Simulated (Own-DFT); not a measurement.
SiC (2H silicon carbide, strained, atoms displaced) (calculated)

A calculation, not a measurement: plane-wave PBE density functional theory by an unreviewed code, no spin, of a simulated periodic cell, stress positive in tension, free energy of the whole cell less one offset for each atom, forces on such cells passed a denser k mesh, this cell's mesh not checked; offsets are fitted by least squares, one for each functional and potential file, so energies compare only between cells with the same atoms and settings and are not formation energies; the far tail of each file's local potential was reset to the Coulomb form; each entry is a single point on an unrelaxed cell, so the pressure reflects the starting lattice, mostly measured values (interpolated for alloys), from which strain is counted, and rises with the displacements; printed positions are rounded, which can move forces by about a meV/angstrom; the program, named Own-DFT, is a retired in-house code; no spin-orbit coupling. Program: Own-DFT development build.

Settings shared by all entries: functional PBE; potential files PseudoDojo norm-conserving, scalar-relativistic, standard set; wave cutoff 42 hartree; occupations Fermi-Dirac; smearing width 0.1 eV; hardware one NVIDIA H100; k mesh 4 x 4 x 3 centred on Gamma.

(1) 
```xyz
72
Lattice="9.2339 -0.0925 -0.0895 -4.6970 8.0596 0.1956 -0.0975 0.1896 10.0267" Properties=species:S:1:pos:R:3:force_x:R:1:force_y:R:1:force_z:R:1 formula=SiC free_energy_of_cell_above_offsets=-4.930 pressure=6.63 stress_xx=-5.08 stress_yy=-5.9 stress_zz=-8.92 stress_yz=5.44 stress_xz=-2.89 stress_xy=-4.48 wall_time=343.3
Si     0.0034     0.0616     0.0319     -0.479     -0.944     -1.462
Si    -0.0245     1.8228     2.5753     -3.003     -0.691     -0.654
C      0.0620     0.0843     1.8729     -1.544     -1.461      0.671
C     -0.1332     1.8302     4.3835      0.871      1.017      1.122
Si    -4.6968     8.1260     5.1736     -1.842      1.047      1.183
Si    -0.0492     1.9456     7.4676      -0.86      0.618      0.982
C     -0.0826     0.1963     6.9040      0.483     -1.584     -0.499
C     -0.1800     1.9722     9.4090      1.256      0.585     -0.195
Si     7.6139     2.5090    -0.0110      1.957       2.68      -0.86
Si    -1.5956     4.4767     2.5854      0.014      1.707      0.688
C     -1.6042     2.8546     1.8988     -0.003     -3.865      0.822
C     -1.6317     4.5091     4.4781     -0.663      1.603     -0.439
Si     7.5380     2.7052     4.9386      2.529     -0.499      2.116
Si    -1.6201     4.5926     7.5987     -1.574      0.176      0.431
C     -1.6444     2.8514     6.9855      0.258     -0.664     -1.355
C     -1.6151     4.6908     9.4345     -1.414     -1.006      2.022
Si    -3.1446     5.3968     0.1447      1.061       -1.5     -0.668
Si    -3.0719     7.2264     2.6494     -3.339     -1.198      1.119
C     -3.1316     5.3857     2.0481      0.025      1.564     -0.956
C     -3.2287     7.2894     4.5628      2.198     -0.191     -0.997
Si    -3.1572     5.5489     5.1195      0.178     -1.286      1.032
Si    -3.2623     7.2997     7.8210     -0.091     -0.478     -4.716
C     -3.1798     5.5236     7.0258     -0.234      0.351      0.354
C     -3.1948     7.3116     9.5416     -1.658      0.647      3.495
Si    -1.6807     8.0199     0.2099      1.298       0.45     -0.501
Si     3.0190     1.8182     2.5341     -0.505      1.319     -0.479
C      3.0227     0.0804     1.9191      2.031      -0.52     -1.507
C      2.9386     1.9119     4.4183      2.481     -2.154     -1.267
Si     3.1046     0.0755     4.9493     -2.629      0.436      1.393
Si     2.9340     1.6613     7.5143      0.373      7.786      1.721
C      2.9811     0.1126     6.9168      0.749      -4.69     -2.299
C      2.8188     1.9194     9.4597      2.421      -0.44       -0.9
Si     1.3900     2.9337     9.9947     -1.688     -1.989      1.118
Si     1.4222     4.4788     2.5383      0.381     -1.334      1.633
C      1.3647     2.6221     1.9368      3.886      2.936     -1.254
C      1.3896     4.5088     4.5518      0.214      1.141     -2.546
Si     1.4991     2.7660     4.9328     -3.211     -0.536      2.969
Si     1.3946     4.6127     7.5378      1.236     -1.494      0.494
C      1.5058     2.8119     6.9007     -0.647     -0.878      -0.33
C      1.4728     4.6388     9.4259     -1.526      0.737      0.701
Si    -0.0221     5.3809     0.1088      0.036     -1.932     -0.063
Si    -0.1562     7.2069     2.6315      1.153     -0.681       0.52
C     -0.0306     5.4052     2.0540      -1.76      0.874     -1.624
C     -0.1831     7.1837     4.5179      1.296      0.398      -0.08
Si    -0.1694     5.4079     5.1348      0.823     -0.088      0.175
Si    -0.1367     7.2432     7.6609     -0.639     -0.129     -1.172
C     -0.1419     5.4576     7.0328      0.452       1.04     -1.387
C     -0.1512     7.2366     9.4564     -1.031      2.191       2.66
Si     1.3583     7.9856     0.1757      2.175     -0.563      -1.65
Si     6.0964     1.7614     2.4979      0.771      0.811     -0.215
C      1.4388     8.0292     2.0213     -0.893      0.458      0.376
C      6.1568     1.7771     4.3979     -3.601     -0.409     -1.084
Si     1.4060     8.0849     5.1524     -0.209     -0.303      0.123
Si     6.0664     1.8644     7.5000     -0.088     -0.224     -0.608
C      1.3589     8.0899     7.0156      0.305      0.848       0.11
C      6.1077     1.8373     9.3694     -3.318       0.55      0.112
Si     4.4441     2.8723     9.9970       0.38     -2.162      0.422
Si     4.5135     4.5129     2.4978      0.777     -1.137      1.967
C      4.5747     2.6973     1.9239     -0.736     -0.074      -0.82
C      4.6192     4.5209     4.4549     -2.524      -0.61     -1.066
Si     4.4676     2.6944     5.0841      2.078      1.386     -0.931
Si     4.4829     4.5562     7.5559      0.877     -0.539     -1.005
C      4.5074     2.7880     6.9124      -0.19     -1.773      1.201
C      4.4294     4.5873     9.3883      1.364      0.558      1.604
Si     3.0592     5.2705     0.0896      -0.65      1.894     -1.494
Si     2.9244     7.1013     2.6312      1.573      1.008     -0.409
C      2.9406     5.3388     1.9548      0.869      0.242     -0.087
C      2.9141     7.2289     4.4973      0.633     -1.707     -0.027
Si     2.9377     5.3677     5.0469      1.429      0.754      1.203
Si     2.9178     7.2378     7.6208      0.445     -0.615     -1.596
C      2.9772     5.3575     6.9938     -0.818      2.631      -1.44
C      2.9089     7.2755     9.3974      0.033     -0.096      4.103
```

Units: free_energy_of_cell_above_offsets in eV; pressure, stress_xx, stress_yy, stress_zz, stress_yz, stress_xz, stress_xy in GPa; wall_time in s; force_x, force_y, force_z in eV/Å.

(2) 
```xyz
72
Lattice="9.1782 -0.1597 -0.1054 -4.7274 7.9301 0.0724 -0.1148 0.0248 9.9054" Properties=species:S:1:pos:R:3:force_x:R:1:force_y:R:1:force_z:R:1 formula=SiC free_energy_of_cell_above_offsets=-4.327 pressure=15.77 stress_xx=-13.77 stress_yy=-16.76 stress_zz=-16.79 stress_yz=0.46 stress_xz=-4.22 stress_xy=-8.48 wall_time=341.7
Si     0.0217     0.0413     0.0329      1.117      -0.15     -1.551
Si    -0.0732     1.7553     2.4913      0.704     -0.301        0.4
C     -4.7228     7.9267     1.8864     -0.146      0.277      1.706
C     -0.1457     1.7816     4.4103      0.062     -0.906     -1.103
Si     4.3336     7.7197     4.8920      2.901      1.876      0.656
Si    -0.1586     1.7229     7.3587       1.55      2.261      1.623
C     -0.0532     0.0395     6.8549     -0.082     -0.843     -1.541
C     -0.1826     1.8150     9.3287      1.761     -0.396     -1.755
Si     7.4699     2.4743     9.7851      0.925      0.516      1.244
Si    -1.6562     4.4465     2.4027     -0.339     -2.703       2.42
C      7.6057     2.4187     1.7726     -1.155       1.29     -0.489
C     -1.6633     4.3627     4.3326     -1.063      1.448     -0.117
Si     7.4211     2.5272     4.8620      3.325     -0.202     -0.366
Si    -1.6871     4.3360     7.3919     -0.979      3.563       1.12
C     -1.6486     2.6891     6.8087     -0.561      -1.98     -0.045
C     -1.7874     4.4052     9.3073      1.376     -0.835     -0.654
Si     5.9143     5.0995     9.8249     -0.332      0.976      0.526
Si    -3.1745     7.0671     2.4640     -1.569     -1.419      1.858
C      6.0069     5.1194     1.8197     -0.764      0.523     -1.333
C     -3.2155     7.0003     4.3760     -0.925       0.73     -0.308
Si     5.9359     5.0998     4.9483      1.613       0.99     -0.977
Si    -3.2648     7.1765     7.5460      0.081     -2.565     -2.736
C     -3.2391     5.3832     6.8815     -0.257     -1.708      0.441
C     -3.2595     6.9591     9.2633     -0.755      2.046      3.734
Si    -1.7831     7.8652     9.8963      0.367      0.004      0.328
Si     3.0050     1.7032     2.4152     -0.158     -0.145      1.045
C     -1.6669     7.8393     1.9223      0.271      1.652     -1.937
C      2.9457     1.7499     4.3416      0.835     -1.959     -1.736
Si    -1.6838     7.8699     4.9774     -1.338      0.386      1.082
Si     3.0253     1.7103     7.4515     -1.674     -1.288     -2.331
C     -1.7406     7.8273     6.9007      2.328      1.439     -0.614
C      2.8919     1.7233     9.2284      3.144     -1.306      1.313
Si     1.5209     2.6014     9.8152     -4.593      0.946      1.585
Si     1.3992     4.3500     2.4585      0.649     -0.846      1.343
C      1.4853     2.5641     1.8245      0.087      0.532     -0.106
C      1.3746     4.3637     4.4198      0.326     -0.423     -1.976
Si     1.4590     2.5397     4.9025      -1.76      1.778       1.42
Si     1.3199     4.3734     7.3307       1.52     -0.832      0.635
C      1.4762     2.5968     6.8039     -0.807     -0.425      0.204
C      1.3558     4.3869     9.2977     -2.759      -1.38     -2.323
Si    -0.2240     5.2227     9.8902      0.255     -0.197      1.011
Si    -0.1547     7.0122     2.4282      0.389     -1.449      1.671
C     -0.1281     5.2019     1.9241      0.788      1.367      -1.95
C     -0.1817     7.0284     4.3555     -0.103     -0.551     -1.034
Si    -0.1885     5.2612     4.9636      0.667     -0.403     -2.136
Si    -0.0480     6.8967     7.4479     -3.734      1.545      0.376
C     -0.1624     5.2463     6.7307     -0.527     -0.866      2.607
C     -0.1844     6.9868     9.3435     -1.014     -0.631     -1.018
Si     1.3042     7.8396     9.8246      0.967     -0.826      1.477
Si     6.0793     1.5343     2.4149      0.146      2.963      0.046
C      1.3806     7.8153     1.8344     -1.345     -0.117     -1.367
C      6.0360     1.6547     4.2477     -2.384     -0.613      0.341
Si     6.0221    -0.0580     4.9106        1.1     -0.718     -0.793
Si     6.0165     1.6655     7.3585     -0.301     -0.458     -0.514
C      6.0240    -0.0843     6.7159      2.201      0.322      1.283
C      5.9899     1.5960     9.2026      -0.94      1.712     -0.195
Si     4.6312     2.5047     0.0217     -1.268      0.735     -1.477
Si     4.4540     4.2754     2.4398      0.653      0.663      0.148
C      4.5539     2.5411     1.8476      0.306     -1.025     -0.113
C      4.4651     4.2685     4.3071     -0.931      0.266     -0.337
Si     4.4469     2.5515     4.9265      0.964     -0.403     -1.251
Si     4.3823     4.2455     7.3910      0.901      1.681     -0.631
C      4.4779     2.4989     6.7247      0.821      1.016      1.503
C      4.3856     4.3542     9.2452     -0.978     -2.304      0.181
Si     2.7753     5.1316     9.8629      3.644      2.992      0.638
Si     2.8437     6.9906     2.3308      2.597     -2.168      2.568
C      2.9451     5.1622     1.8018      -0.45      0.545      0.781
C      2.8486     6.9761     4.3960     -1.601     -1.315     -2.691
Si     2.9563     5.1836     4.9323     -1.148      0.446     -1.065
Si     2.9483     6.9320     7.4253     -1.685      0.521      0.204
C      2.8803     5.2485     6.7309      0.486     -1.377      2.039
C      2.8823     7.0089     9.3142     -1.404     -1.976     -0.986
```

Units: free_energy_of_cell_above_offsets in eV; pressure, stress_xx, stress_yy, stress_zz, stress_yz, stress_xz, stress_xy in GPa; wall_time in s; force_x, force_y, force_z in eV/Å.

(3) 
```xyz
72
Lattice="9.3455 0.1581 -0.1349 -4.5358 8.0738 0.1617 -0.1469 0.1185 9.8799" Properties=species:S:1:pos:R:3:force_x:R:1:force_y:R:1:force_z:R:1 formula=SiC free_energy_of_cell_above_offsets=-3.276 pressure=4.19 stress_xx=2.69 stress_yy=1.8 stress_zz=-17.06 stress_yz=5.59 stress_xz=-5.31 stress_xy=8.07 wall_time=345.4
Si    -0.0127     0.0362     0.0670     -0.309     -1.408     -1.305
Si     0.0014     1.9054     2.4957      0.187     -1.654      0.797
C      0.0477     0.0724     1.8932     -1.891      0.684     -0.569
C     -0.0354     1.7671     4.3469      0.008      3.381      0.627
Si    -0.1130     0.1316     5.0088      0.864     -2.927     -1.605
Si    -0.1164     1.9688     7.4330      2.152     -2.112     -0.316
C      4.7005     8.2961     6.8540     -0.126      1.327      0.572
C     -0.0841     1.8635     9.2835      1.035      1.495      0.086
Si    -1.5848     2.7721     9.8961     -1.808      0.861      0.662
Si    -1.5056     4.5289     2.6082     -0.336     -0.166     -3.755
C     -1.5069     2.7036     1.9314     -1.654      1.055     -0.412
C     -1.5376     4.5615     4.3537     -0.784     -0.755      2.844
Si     7.7190     2.8541     4.9119      1.517      0.899     -2.006
Si    -1.6040     4.5626     7.4536      0.601       1.07     -0.655
C     -1.5754     2.7871     6.8606     -2.332      0.082      0.146
C     -1.6493     4.6034     9.2525      0.275      0.473      2.432
Si    -3.2185     5.7024     9.9352      0.574     -8.532      1.527
Si    -3.0532     7.2415     2.5505      1.267     -0.917       0.74
C      6.2398     5.6075     1.7501      0.787     -0.403      1.516
C     -3.0033     7.2736     4.3729     -1.025      0.108      2.011
Si    -3.0490     5.5018     5.0360     -1.256     -0.208     -1.083
Si    -3.1134     7.3197     7.5960      0.799     -0.786      -1.93
C      6.2052     5.6033     6.7208      0.074      0.796      1.754
C     -3.1159     7.2511     9.4394      0.067       6.82     -1.563
Si     3.0744     0.0853    -0.0187      1.333       -1.2      0.245
Si     3.1138     1.8740     2.4387     -0.005      0.992     -0.269
C      3.0753     0.0836     1.9185     -0.319     -0.306     -2.148
C      3.0702     1.9903     4.2966      1.069      -0.06     -0.085
Si     3.0241     0.2014     4.7566      0.279     -1.541      1.394
Si     2.9960     1.9344     7.3172      1.408      0.949          1
C      3.0533     0.2062     6.7071     -2.516     -0.355     -0.591
C      3.0535     1.9480     9.2850     -1.114      0.755     -1.438
Si     1.6549     2.7327     0.0310     -1.017      0.378     -0.741
Si     1.6058     4.5818     2.4335      1.228     -0.891      1.764
C      1.5227     2.7680     1.8901      1.334      0.197     -0.669
C      1.5589     4.4828     4.3210     -0.198      5.005     -0.801
Si     1.6001     2.9209     4.9813     -1.491     -4.149      -1.82
Si     1.4974     4.6519     7.4088      1.989      0.498      0.009
C      1.5105     2.8638     6.7252     -0.796     -0.135      3.386
C      1.5335     4.6976     9.2855     -1.015      -1.07      0.694
Si    -0.0664     5.6214     9.9332     -0.153     -1.543     -0.525
Si     0.0276     7.1763     2.5395      2.621      1.893      0.867
C      0.1243     5.4361     1.9748     -2.609       0.38     -1.602
C      0.0650     7.2974     4.4242     -0.363      0.161       0.18
Si    -0.0534     5.4659     4.9871      1.897      0.397      0.054
Si    -0.0631     7.3919     7.4436      2.595     -1.645      0.558
C      0.0120     5.4976     6.8592     -2.097      0.907     -0.313
C     -0.0337     7.3650     9.3148      -0.24      0.972      1.113
Si     6.2276     0.1952    -0.0834      0.523     -5.333       1.72
Si     6.1618     1.9950     2.4590      2.397      -1.84     -2.732
C      1.7536     8.1733     2.0388     -2.343      0.991     -1.827
C      6.1805     2.0434     4.2286     -0.014     -0.829      2.193
Si     6.1209     0.2206     4.8936      0.599     -1.271     -1.084
Si     6.1037     1.9912     7.3183      2.016     -0.783       1.15
C      6.1728     0.1895     6.7890     -1.803      0.648     -1.706
C      6.1422     1.8922     9.2154          0       5.93     -1.546
Si     4.5614     2.9270     9.7930      1.514     -0.905     -0.403
Si     4.7072     4.6209     2.4127      0.873     -0.062      0.506
C      4.7041     2.7799     1.7189     -1.393      0.965      2.225
C      4.6456     4.7198     4.3127      1.899     -1.043     -0.726
Si     4.6713     2.8714     4.8485     -0.973      1.455      0.708
Si     4.6786     4.6480     7.4842     -1.081      1.515     -3.277
C      4.6794     2.8998     6.7388     -2.075     -0.015      0.247
C      4.5814     4.7240     9.2692      0.683      0.119      0.884
Si     3.1831     5.3948     0.1007      0.448      2.636     -1.506
Si     3.3049     7.3400     2.5215      -0.69      0.335     -0.356
C      3.1878     5.5200     1.9573     -0.612     -0.238     -1.113
C      3.1582     7.3848     4.3307      0.312      0.212      1.912
Si     3.1313     5.5624     4.8878     -0.953      0.379      0.539
Si     3.1454     7.3624     7.4190      0.514     -0.042      1.069
C      3.0773     5.6419     6.7465      0.352     -1.955      1.137
C      3.1566     7.4194     9.2977     -0.696     -0.642      1.209
```

Units: free_energy_of_cell_above_offsets in eV; pressure, stress_xx, stress_yy, stress_zz, stress_yz, stress_xz, stress_xy in GPa; wall_time in s; force_x, force_y, force_z in eV/Å.
